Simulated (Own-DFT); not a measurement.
# Biaxial strain at fixed height in wurtzite AlGaN with randomly placed atoms, 72 atoms (Al27Ga9N36)

Calculated, not measured: single-point runs of Own-DFT, a retired in-house plane-wave DFT program that no person has reviewed, on unrelaxed cells, without spin or spin-orbit coupling.

Common settings: PBE; PseudoDojo norm-conserving scalar-relativistic files; cutoff 42 hartree; 4 x 4 x 3 k mesh centred on Gamma; Fermi-Dirac smearing of 0.1 eV.

Keep in mind: forces on such cells passed a denser k mesh, each cell not checked; stress not checked against mesh or cutoff.

Unstrained cell vectors in Å: (9.394, 0.000, 0.000); (-4.697, 8.135, 0.000); (0.000, 0.000, 10.066). The unstrained cell has measured lattice constants (interpolated for alloys), not those of this functional. That, the random moves and any unrelaxed bonds set the pressure at no strain. Each run strains x and y alike by e, as a substrate would, and holds the height along z. Random moves of width 0.05 Å per axis were added to every atom. The random placing of the alloy's atoms differs from row to row. Stress is positive in tension.

| e (%) | u (Å) | (s_xx + s_yy)/2 (GPa) | s_zz (GPa) |
|---|---|---|---|
| -3.00 | 0.049 | -25.58 | -12.59 |
| -2.75 | 0.052 | -24.44 | -11.90 |
| -2.50 | 0.050 | -22.71 | -11.05 |
| -2.25 | 0.051 | -21.17 | -9.86 |
| -0.75 | 0.051 | -10.49 | -10.28 |
| -0.25 | 0.049 | -7.11 | -7.04 |
| 1.75 | 0.052 | 1.73 | -3.02 |
| 2.50 | 0.052 | ? | ? |
| 2.75 | 0.056 | 6.55 | -4.05 |
| 3.00 | 0.049 | 8.98 | -4.42 |

## What the rows give

With e as a fraction, the in-plane stress is -6.4 + 569 e - 2879 e² GPa (errors 11 and 763, scatter 0.74), and s_zz is -7.6 + 145 e GPa (slope ± 18, scatter 1.23). At e = 0 the first slope is C11 + C12 and the second 2 C13, both with the ions held to the strained lattice and at the cell's own pressure. The term in e² is negative: the layer stiffens under compression and softens under tension. A free layer would change its height as e changes, and the in-plane slope would drop by 2 C13²/C33 to the biaxial modulus. At fixed height, a misfit of 1 % moves the in-plane stress by about 5.7 GPa and s_zz by 1.4 GPa.

## The run left out

Asked: what are the two stresses at e = 2.50 %?

The fitted form gives 6.0 and -4.0 GPa. DFT gave 5.97 and -3.89 GPa.
